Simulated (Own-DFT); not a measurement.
Simulation results for AlN (wurtzite, strained, atoms displaced)

Computed with Own-DFT development build. A calculation, not a measurement: plane-wave PBE density functional theory by an unreviewed code, no spin, of a simulated periodic cell, stress positive in tension, free energy of the whole cell less one offset for each atom, forces on such cells passed a denser k mesh, this cell's mesh not checked; offsets are fitted by least squares, one for each functional and potential file, so energies compare only between cells with the same atoms and settings and are not formation energies; the far tail of each file's local potential was reset to the Coulomb form; each entry is a single point on an unrelaxed cell, so the pressure reflects the starting lattice, mostly measured values (interpolated for alloys), from which strain is counted, and rises with the displacements; printed positions are rounded, which can move forces by about a meV/angstrom; the program, named Own-DFT, is a retired in-house code; no spin-orbit coupling.

Settings shared by all entries: functional PBE; potential files PseudoDojo norm-conserving, scalar-relativistic, standard set; wave cutoff 42 hartree; occupations Fermi-Dirac; smearing width 0.1 eV; hardware one NVIDIA H100; k mesh 2 x 2 x 2 centred on Gamma.

(1) 
```cif
# cell vector a (Å): 12.3438 -0.1181 0.0949
# cell vector b (Å): -6.2742 11.0344 0.1102
# cell vector c (Å): 0.0760 0.1457 9.7845
data_AlN
_symmetry_space_group_name_H-M 'P 1'
_symmetry_Int_Tables_number 1
_cell_length_a 12.3447
_cell_length_b 12.6939
_cell_length_c 9.7859
_cell_angle_alpha 88.981
_cell_angle_beta 89.123
_cell_angle_gamma 120.164
_cell_volume 1325.10
loop_
_atom_site_label
_atom_site_type_symbol
_atom_site_fract_x
_atom_site_fract_y
_atom_site_fract_z
_atom_site_occupancy
Al1 Al 0.08291 0.16583 0.99734 1
Al2 Al 0.16865 0.08233 0.25296 1
N1 N 0.08642 0.16865 0.18218 1
N2 N 0.17589 0.08845 0.43804 1
Al3 Al 0.08877 0.16942 0.50258 1
Al4 Al 0.17049 0.08985 0.74625 1
N3 N 0.08252 0.17116 0.68483 1
N4 N 0.16676 0.08313 0.94440 1
Al5 Al 0.08635 0.41889 0.98898 1
Al6 Al 0.16944 0.33606 0.25370 1
N5 N 0.08437 0.41335 0.19277 1
N6 N 0.16585 0.33562 0.43974 1
Al7 Al 0.07436 0.41101 0.50273 1
Al8 Al 0.16199 0.33670 0.75220 1
N7 N 0.07720 0.41537 0.68423 1
N8 N 0.16749 0.33228 0.94236 1
Al9 Al 0.08091 0.66369 0.99535 1
Al10 Al 0.16846 0.58445 0.24828 1
N9 N 0.07821 0.66732 0.19640 1
N10 N 0.17360 0.57894 0.44248 1
Al11 Al 0.08869 0.67065 0.50266 1
Al12 Al 0.16763 0.59219 0.75434 1
N11 N 0.08126 0.66553 0.69157 1
N12 N 0.16721 0.57836 0.93155 1
Al13 Al 0.08158 0.90979 0.00827 1
Al14 Al 0.16670 0.83279 0.24935 1
N13 N 0.08317 0.91608 0.19238 1
N14 N 0.16996 0.83130 0.44012 1
Al15 Al 0.08513 0.91902 0.50112 1
Al16 Al 0.16705 0.82928 0.74889 1
N15 N 0.08027 0.92082 0.69580 1
N16 N 0.16362 0.83739 0.94102 1
Al17 Al 0.33664 0.16270 0.99867 1
Al18 Al 0.42256 0.08241 0.25034 1
N17 N 0.34384 0.17354 0.19225 1
N18 N 0.41319 0.08234 0.44804 1
Al19 Al 0.34271 0.17152 0.49972 1
Al20 Al 0.41189 0.07247 0.74906 1
N19 N 0.33921 0.17177 0.68659 1
N20 N 0.41688 0.07984 0.94509 1
Al21 Al 0.34340 0.41750 0.00302 1
Al22 Al 0.41570 0.33154 0.24916 1
N21 N 0.34126 0.41596 0.19367 1
N22 N 0.42653 0.33451 0.44482 1
Al23 Al 0.33340 0.40710 0.49579 1
Al24 Al 0.42343 0.32949 0.75316 1
N23 N 0.33586 0.41417 0.69256 1
N24 N 0.41559 0.33275 0.94487 1
Al25 Al 0.33019 0.66156 0.00398 1
Al26 Al 0.41287 0.57657 0.25151 1
N25 N 0.33586 0.66581 0.18946 1
N26 N 0.42115 0.58740 0.44502 1
Al27 Al 0.33027 0.66981 0.49459 1
Al28 Al 0.42246 0.58685 0.74680 1
N27 N 0.33831 0.67530 0.69014 1
N28 N 0.41331 0.58081 0.94579 1
Al29 Al 0.32400 0.91224 0.99650 1
Al30 Al 0.41367 0.83485 0.24875 1
N29 N 0.33319 0.92114 0.19463 1
N30 N 0.41500 0.83208 0.44222 1
Al31 Al 0.33352 0.91445 0.49449 1
Al32 Al 0.41881 0.83541 0.74038 1
N31 N 0.33412 0.91698 0.69022 1
N32 N 0.41380 0.83314 0.94548 1
Al33 Al 0.58685 0.16636 0.99952 1
Al34 Al 0.66724 0.08642 0.25519 1
N33 N 0.58296 0.16578 0.18231 1
N34 N 0.66560 0.07974 0.44610 1
Al35 Al 0.57525 0.16595 0.51253 1
Al36 Al 0.66897 0.08037 0.75083 1
N35 N 0.57950 0.17240 0.69638 1
N36 N 0.66071 0.08121 0.93805 1
Al37 Al 0.57807 0.41406 0.99734 1
Al38 Al 0.67535 0.33785 0.25692 1
N37 N 0.57653 0.41041 0.19048 1
N38 N 0.66164 0.33627 0.44031 1
Al39 Al 0.58452 0.41966 0.49981 1
Al40 Al 0.67611 0.33652 0.74747 1
N39 N 0.58297 0.42351 0.69045 1
N40 N 0.66141 0.32809 0.93536 1
Al41 Al 0.58041 0.66210 0.99253 1
Al42 Al 0.66311 0.58634 0.24706 1
N41 N 0.58756 0.67110 0.19007 1
N42 N 0.66712 0.58144 0.45075 1
Al43 Al 0.58069 0.66555 0.49873 1
Al44 Al 0.66464 0.58066 0.74426 1
N43 N 0.58611 0.66958 0.70139 1
N44 N 0.66483 0.58110 0.93490 1
Al45 Al 0.57913 0.91758 0.99790 1
Al46 Al 0.66576 0.83874 0.25455 1
N45 N 0.58468 0.91041 0.18573 1
N46 N 0.67146 0.83238 0.43490 1
Al47 Al 0.57779 0.91821 0.50134 1
Al48 Al 0.67120 0.83796 0.75016 1
N47 N 0.58868 0.92326 0.69457 1
N48 N 0.66733 0.83177 0.94069 1
Al49 Al 0.83262 0.17014 0.99718 1
Al50 Al 0.91008 0.08572 0.24940 1
N49 N 0.83369 0.15912 0.18744 1
N50 N 0.91612 0.08413 0.43727 1
Al51 Al 0.83667 0.17051 0.50095 1
Al52 Al 0.92390 0.07921 0.75236 1
N51 N 0.83379 0.16615 0.69011 1
N52 N 0.92153 0.08501 0.93905 1
Al53 Al 0.83642 0.42032 0.99641 1
Al54 Al 0.91742 0.32899 0.25206 1
N53 N 0.82992 0.41625 0.18593 1
N54 N 0.91918 0.33892 0.43303 1
Al55 Al 0.82811 0.40969 0.51421 1
Al56 Al 0.91860 0.33414 0.75751 1
N55 N 0.82848 0.41156 0.68711 1
N56 N 0.91910 0.33451 0.94139 1
Al57 Al 0.83154 0.66987 0.99455 1
Al58 Al 0.91703 0.59177 0.25736 1
N57 N 0.83186 0.67187 0.18610 1
N58 N 0.91497 0.58553 0.44188 1
Al59 Al 0.83482 0.67075 0.49362 1
Al60 Al 0.92114 0.58942 0.74747 1
N59 N 0.83743 0.66837 0.69310 1
N60 N 0.91568 0.57863 0.94466 1
Al61 Al 0.82480 0.91303 0.99907 1
Al62 Al 0.91826 0.82354 0.25507 1
N61 N 0.83437 0.91690 0.19865 1
N62 N 0.91848 0.83261 0.43293 1
Al63 Al 0.83181 0.91271 0.50073 1
Al64 Al 0.90367 0.83071 0.75637 1
N63 N 0.83905 0.92172 0.69589 1
N64 N 0.91252 0.83139 0.94372 1
_calc_free_energy_of_cell_above_offsets '-52.322'  # eV
_calc_pressure 7.39  # GPa
_calc_stress_xx -8.21  # GPa
_calc_stress_yy 0.09  # GPa
_calc_stress_zz -14.05  # GPa
_calc_stress_yz 3.63  # GPa
_calc_stress_xz 1.86  # GPa
_calc_stress_xy -3.95  # GPa
_calc_wall_time 389.9  # s
```

Force:
```csv
element,x (eV/Å),y (eV/Å),z (eV/Å)
Al,0.831,0.314,0.137
Al,-0.447,0.78,-1.962
N,-0.085,0.172,2.55
N,-0.767,-0.58,1.455
Al,-0.726,-0.407,-2.221
Al,-0.098,-0.71,0.74
N,1.331,0.412,1.589
N,0.487,-0.586,-0.624
Al,0.759,-1.33,2.088
Al,0.136,-1.359,-1.748
N,-0.246,1.494,-1.019
N,0.405,-0.522,0.937
Al,1.873,1.27,-1.593
Al,1.646,-0.195,-0.757
N,0.606,1.335,2.322
N,-0.043,0.653,-0.172
Al,0.231,0.424,1.061
Al,-0.672,-1.132,0.404
N,2.026,0.505,-1.281
N,-2.892,0.089,-0.284
Al,-0.225,-1.471,-1.504
Al,1.514,-1.401,-3.173
N,1.07,1.19,0.206
N,-0.988,1.369,2.838
Al,-2.023,2.043,-1.717
Al,-0.457,-0.013,0.028
N,0.948,0.006,1.128
N,-0.978,0.295,0.647
Al,0.142,0.13,0.1
Al,-1.834,1.346,-0.246
N,0.808,-0.6,-0.546
N,0.797,-2.515,-0.414
Al,-0.995,0.583,0.526
Al,-1.598,0.812,0.013
N,-0.481,-1.83,0.171
N,1.351,-0.85,-1.01
Al,-1.099,-0.121,-0.385
Al,-0.738,2.267,0.824
N,0.27,-1.021,1.306
N,-0.161,-0.59,-0.827
Al,-2.197,-0.396,-0.644
Al,0.798,-0.641,0.715
N,-1.653,0.509,0.354
N,-2.014,-0.589,-1.071
Al,-0.47,1.756,1.2
Al,-1.964,0.425,-0.25
N,-0.42,0.511,-0.068
N,0.595,-1.154,-0.758
Al,0.61,1.06,-1.346
Al,0.968,1.362,-0.074
N,-0.693,0.341,1.098
N,-1.304,-1.35,-0.45
Al,2.333,-0.867,1.081
Al,-1.746,-1.625,0.34
N,-0.129,-0.973,-0.101
N,0.045,-0.022,-0.754
Al,1.911,1.189,0.805
Al,1.065,-0.415,-0.929
N,0.542,-0.788,-0.396
N,-0.095,0.529,-0.435
Al,-0.449,0.891,0.494
Al,0,-0.171,1.998
N,0.107,-0.918,-0.51
N,-0.685,-0.848,-0.919
Al,-1.168,0.14,-1.32
Al,-0.116,-1.051,-1.199
N,1.522,0.666,2.645
N,-0.962,1.352,-0.061
Al,1.174,0.516,-1.787
Al,-1.068,1.4,-0.498
N,1.593,-0.895,0.312
N,1.497,0.24,0.58
Al,1.631,0.226,0.42
Al,-2.523,-1.105,-1.859
N,1.965,2.044,0.09
N,1.72,-1.155,1.761
Al,0.477,0.303,0.523
Al,-4.21,-1.441,1.014
N,2.079,-0.956,0.059
N,0.777,1.184,0.789
Al,0.292,1.016,0.967
Al,0.425,-1.239,0.353
N,-1.033,-0.342,-0.117
N,-0.585,1.112,-1.472
Al,1.144,0.722,0.501
Al,0.314,0.547,0.205
N,0.661,1.281,-1.615
N,0.14,-0.219,0.811
Al,0.897,-0.572,-0.135
Al,1.69,-1.497,-1.975
N,-2.157,1.919,1.198
N,-1.719,-0.127,3.227
Al,2.157,-0.488,-0.229
Al,-0.722,-0.731,0.119
N,-0.05,-1.124,-0.76
N,-1.654,-0.185,-0.434
Al,0.727,-1.316,-0.388
Al,3.89,-1.996,-0.245
N,-2.74,2.53,-0.02
N,0.359,0.078,1.486
Al,0.206,-0.69,-0.305
Al,-1.873,1.115,-0.449
N,0.704,0.763,0.877
N,-1.657,-0.707,0.374
Al,-1.078,-1.738,0.595
Al,-0.813,0.521,-2.384
N,2.126,1.004,0.783
N,-1.358,-1.343,2.165
Al,-0.171,1.111,-5.328
Al,-0.816,-1.216,-1.802
N,3.023,2.318,3.12
N,-0.678,0.128,0.632
Al,0.102,-1.189,0.254
Al,-0.716,-2.189,-1.605
N,0.901,-1.387,0.687
N,0.912,-0.518,1.603
Al,0.185,-0.547,1.375
Al,-1.616,-1.695,0.542
N,-0.663,0.481,-0.442
N,-0.458,1.611,-1.391
Al,1.759,1.24,1.824
Al,-2.218,2.336,-2.656
N,0.34,0.196,-0.988
N,0.109,0.432,3.194
Al,0.408,1.335,-1.017
Al,2.831,-0.113,-0.523
N,-0.906,-0.642,-1.344
N,0.161,0.472,0.295
```

(2) 
```cif
# cell vector a (Å): 12.4233 -0.2307 0.0316
# cell vector b (Å): -6.4114 10.8890 -0.0191
# cell vector c (Å): 0.0253 -0.0030 9.9867
data_AlN
_symmetry_space_group_name_H-M 'P 1'
_symmetry_Int_Tables_number 1
_cell_length_a 12.4255
_cell_length_b 12.6363
_cell_length_c 9.9867
_cell_angle_alpha 90.175
_cell_angle_beta 89.709
_cell_angle_gamma 121.553
_cell_volume 1336.19
loop_
_atom_site_label
_atom_site_type_symbol
_atom_site_fract_x
_atom_site_fract_y
_atom_site_fract_z
_atom_site_occupancy
Al1 Al 0.08384 0.16791 0.99600 1
Al2 Al 0.16407 0.08185 0.25410 1
N1 N 0.09037 0.16719 0.19701 1
N2 N 0.16239 0.07771 0.43451 1
Al3 Al 0.08760 0.16282 0.49854 1
Al4 Al 0.16486 0.07954 0.74835 1
N3 N 0.08744 0.17047 0.69152 1
N4 N 0.16461 0.08193 0.93534 1
Al5 Al 0.08805 0.41424 0.99842 1
Al6 Al 0.16130 0.33056 0.26280 1
N5 N 0.09302 0.42282 0.19208 1
N6 N 0.16422 0.33641 0.44234 1
Al7 Al 0.08129 0.41026 0.50886 1
Al8 Al 0.15963 0.32950 0.74845 1
N7 N 0.07981 0.41077 0.68201 1
N8 N 0.15622 0.32884 0.94193 1
Al9 Al 0.07470 0.66215 0.00408 1
Al10 Al 0.17030 0.58529 0.24343 1
N9 N 0.08570 0.66217 0.18195 1
N10 N 0.16810 0.58189 0.44694 1
Al11 Al 0.08474 0.66234 0.50526 1
Al12 Al 0.16696 0.58097 0.75396 1
N11 N 0.08787 0.67181 0.69719 1
N12 N 0.16481 0.59036 0.94539 1
Al13 Al 0.07827 0.91077 0.99356 1
Al14 Al 0.15727 0.82856 0.25469 1
N13 N 0.07740 0.91402 0.18772 1
N14 N 0.17268 0.83377 0.44770 1
Al15 Al 0.08546 0.92361 0.50263 1
Al16 Al 0.16630 0.84137 0.75122 1
N15 N 0.08188 0.91673 0.68984 1
N16 N 0.16564 0.83935 0.93246 1
Al17 Al 0.33473 0.16473 0.99191 1
Al18 Al 0.43083 0.08873 0.24307 1
N17 N 0.33798 0.16694 0.19805 1
N18 N 0.41239 0.07364 0.44078 1
Al19 Al 0.34002 0.17551 0.49950 1
Al20 Al 0.41348 0.08594 0.75549 1
N19 N 0.32342 0.15861 0.68728 1
N20 N 0.41878 0.07924 0.93455 1
Al21 Al 0.33303 0.41660 0.99969 1
Al22 Al 0.41609 0.33917 0.24725 1
N21 N 0.33509 0.42348 0.19037 1
N22 N 0.42029 0.33591 0.43777 1
Al23 Al 0.33492 0.41836 0.49822 1
Al24 Al 0.41359 0.33125 0.74477 1
N23 N 0.33209 0.41719 0.69730 1
N24 N 0.41173 0.32845 0.94083 1
Al25 Al 0.32261 0.65575 0.99610 1
Al26 Al 0.40858 0.57873 0.25025 1
N25 N 0.32953 0.66498 0.19999 1
N26 N 0.41840 0.57662 0.44628 1
Al27 Al 0.33366 0.66905 0.49890 1
Al28 Al 0.41221 0.58069 0.74438 1
N27 N 0.33836 0.66853 0.69457 1
N28 N 0.41785 0.58726 0.93562 1
Al29 Al 0.32002 0.90824 0.99911 1
Al30 Al 0.42591 0.84466 0.24619 1
N29 N 0.33669 0.91833 0.18380 1
N30 N 0.42382 0.83313 0.44121 1
Al31 Al 0.33716 0.91529 0.50358 1
Al32 Al 0.41610 0.83156 0.75152 1
N31 N 0.33170 0.91077 0.68716 1
N32 N 0.41524 0.83072 0.94193 1
Al33 Al 0.58149 0.16957 0.99166 1
Al34 Al 0.66609 0.07905 0.25709 1
N33 N 0.58135 0.16854 0.19507 1
N34 N 0.66930 0.08586 0.43636 1
Al35 Al 0.57863 0.16654 0.49908 1
Al36 Al 0.66630 0.08586 0.74721 1
N35 N 0.58201 0.15701 0.69240 1
N36 N 0.67036 0.08236 0.94595 1
Al37 Al 0.58335 0.42422 0.00107 1
Al38 Al 0.66764 0.33357 0.26030 1
N37 N 0.57838 0.40855 0.18799 1
N38 N 0.65866 0.33010 0.45240 1
Al39 Al 0.57872 0.41354 0.50606 1
Al40 Al 0.66481 0.33655 0.74894 1
N39 N 0.57550 0.41642 0.69210 1
N40 N 0.66148 0.33223 0.94066 1
Al41 Al 0.58494 0.66774 0.00554 1
Al42 Al 0.67335 0.59137 0.24725 1
N41 N 0.57763 0.66528 0.19661 1
N42 N 0.66457 0.58191 0.44492 1
Al43 Al 0.58759 0.66646 0.50549 1
Al44 Al 0.66887 0.58132 0.75158 1
N43 N 0.57554 0.66366 0.69032 1
N44 N 0.66160 0.57741 0.93324 1
Al45 Al 0.58745 0.92787 0.99994 1
Al46 Al 0.67291 0.83931 0.25320 1
N45 N 0.58253 0.91196 0.19001 1
N46 N 0.66267 0.83073 0.44835 1
Al47 Al 0.58705 0.91410 0.50234 1
Al48 Al 0.67414 0.83509 0.73734 1
N47 N 0.58790 0.91516 0.68876 1
N48 N 0.67028 0.83426 0.94341 1
Al49 Al 0.83854 0.17286 0.99528 1
Al50 Al 0.91319 0.07759 0.25068 1
N49 N 0.83076 0.16262 0.18451 1
N50 N 0.91174 0.07931 0.43631 1
Al51 Al 0.83675 0.16637 0.49908 1
Al52 Al 0.91894 0.08425 0.74999 1
N51 N 0.83113 0.16497 0.67642 1
N52 N 0.90870 0.08010 0.93745 1
Al53 Al 0.83537 0.41568 0.99812 1
Al54 Al 0.91987 0.33844 0.25144 1
N53 N 0.83616 0.41798 0.19793 1
N54 N 0.91897 0.33903 0.44736 1
Al55 Al 0.82954 0.40805 0.50646 1
Al56 Al 0.92186 0.33182 0.75403 1
N55 N 0.83665 0.42497 0.68946 1
N56 N 0.91924 0.33360 0.93277 1
Al57 Al 0.82707 0.66629 0.00219 1
Al58 Al 0.92265 0.58639 0.24397 1
N57 N 0.82143 0.66107 0.19700 1
N58 N 0.91442 0.58311 0.44842 1
Al59 Al 0.82578 0.66215 0.50353 1
Al60 Al 0.91826 0.59030 0.74976 1
N59 N 0.83818 0.66978 0.69023 1
N60 N 0.91591 0.58921 0.93836 1
Al61 Al 0.84103 0.92162 0.00302 1
Al62 Al 0.91909 0.83721 0.24898 1
N61 N 0.83195 0.91044 0.19504 1
N62 N 0.90852 0.83013 0.43633 1
Al63 Al 0.82701 0.91610 0.49890 1
Al64 Al 0.90981 0.83082 0.75740 1
N63 N 0.83238 0.91492 0.69311 1
N64 N 0.91449 0.83685 0.94480 1
_calc_free_energy_of_cell_above_offsets '-52.392'  # eV
_calc_pressure 5.93  # GPa
_calc_stress_xx -7.4  # GPa
_calc_stress_yy -5.25  # GPa
_calc_stress_zz -5.15  # GPa
_calc_stress_yz 0.65  # GPa
_calc_stress_xz 1.14  # GPa
_calc_stress_xy -6.66  # GPa
_calc_wall_time 398.1  # s
```

Force:
```csv
element,x (eV/Å),y (eV/Å),z (eV/Å)
Al,0.207,-1.089,1.023
Al,1.679,-0.032,-1.747
N,-1.644,-0.081,-1.072
N,0.385,1.842,1.657
Al,-1.409,0.459,-0.073
Al,-1.473,0.094,0.424
N,0.067,-1.531,-0.714
N,-0.318,-0.187,0.64
Al,-1.668,1.41,1.215
Al,0.681,0.691,-2.371
N,-1.001,-1.742,-0.603
N,1.073,-1.527,1.157
Al,-0.304,1.968,-2.961
Al,1.012,1.096,0.308
N,0.806,1.014,3.832
N,1.77,0.467,-0.992
Al,1.038,1.627,-2.197
Al,-1.1,-0.424,2.303
N,-0.83,1.184,1.787
N,-0.788,-0.601,-0.853
Al,-0.448,0.591,0.239
Al,-0.628,1.059,-0.905
N,0.207,-0.718,-0.091
N,-0.85,-2.75,-1.06
Al,0.632,1.642,1.028
Al,1.714,1.166,0.055
N,1.65,0.199,-0.399
N,-1.997,-0.658,-1.191
Al,0.251,-2.899,-0.354
Al,1.135,-1.395,-1.552
N,-0.888,-0.043,0.356
N,-1.217,-1.769,1.413
Al,-0.022,-0.38,1.954
Al,-5.359,-2.796,1.985
N,-0.671,-0.137,-1.213
N,-0.454,2.215,-0.383
Al,0.293,-2.645,-1.164
Al,0.934,-1.654,-2.287
N,1.874,1.875,-0.123
N,-1.716,0.025,1.312
Al,-0.083,0.265,-0.397
Al,0.115,-1.204,-0.174
N,-0.216,-2.457,-0.259
N,-1.564,-0.251,0.42
Al,0.059,-0.671,1.029
Al,-1.592,-0.416,1.444
N,-0.147,-1.38,-1.172
N,-0.117,0.907,-0.584
Al,2.582,2.986,1.397
Al,0.306,1.957,1.256
N,1.872,1.489,-1.758
N,-1.159,1.729,-0.817
Al,1.281,-0.521,0.281
Al,0.156,0.686,1.018
N,-1.141,-0.905,-0.715
N,-0.316,-1.487,0.839
Al,3.041,1.042,-0.044
Al,-1.91,-2.694,0.829
N,-0.871,-0.234,0.986
N,-1.187,0.379,-0.502
Al,0.571,-0.49,-0.449
Al,0.262,0.588,0.297
N,-0.01,1.324,1.399
N,-0.687,0.163,0.217
Al,1.414,-0.717,1.561
Al,-0.522,0.636,-2.031
N,4.738,1.817,-1.829
N,-0.31,-0.299,1.558
Al,0.996,-1.684,0.515
Al,1.188,-1.684,0.588
N,-1.751,2.42,-0.356
N,-1.337,2.754,-1.801
Al,0.377,-2.787,0.37
Al,-0.92,0.038,-0.897
N,1.06,2.118,0.507
N,0.648,0.546,-0.836
Al,0.573,1.497,-0.769
Al,0.533,-0.675,-0.07
N,1.949,-0.184,-0.074
N,0.536,1.202,-0.399
Al,-0.918,0.767,-0.771
Al,-5.132,-3.669,2.501
N,1.405,0.491,-0.413
N,-0.305,-0.721,-0.53
Al,-0.972,-0.8,-0.714
Al,-1.622,0.691,-1.244
N,2.751,0.566,0.239
N,-0.056,1.887,1.379
Al,0.721,-3.814,0.054
Al,-1.922,-2.167,0.058
N,1.672,1.892,-0.067
N,0.513,-0.036,-1.274
Al,-1.078,1.079,0.1
Al,-3.248,-1.639,2.892
N,-0.429,0.642,0.557
N,-0.088,0.246,-0.388
Al,-0.276,-1.404,0.953
Al,0.12,1.025,-0.696
N,0.939,1.137,0.888
N,0.74,0.663,0.837
Al,-0.653,0.381,-1.715
Al,-1.022,-0.444,-0.639
N,1.034,0.504,3.403
N,1.466,1.328,0.27
Al,-0.944,0.181,0.119
Al,0.509,-0.892,0.418
N,-0.015,-0.128,-1.342
N,0.117,-1.601,-1.389
Al,-0.423,1.984,-0.586
Al,-2.15,-0.188,-2.47
N,0.261,-1.356,1.54
N,-0.284,0.778,1.787
Al,0.418,-0.004,0.132
Al,-1.678,-0.585,2.145
N,5.692,2.869,-2.711
N,0.157,-0.37,-1.282
Al,1.77,1.022,-0.822
Al,0.951,-0.438,-0.447
N,-1.196,-0.185,0.763
N,-0.922,-1.156,0.911
Al,-2.308,-0.962,0.044
Al,-0.993,-1.688,0.999
N,0.671,1.671,-0.986
N,0.676,0.623,1.033
Al,1.884,-0.198,0.309
Al,0.665,0.625,-1.167
N,2.32,1.512,-1.232
N,0.143,-1.49,-0.403
```
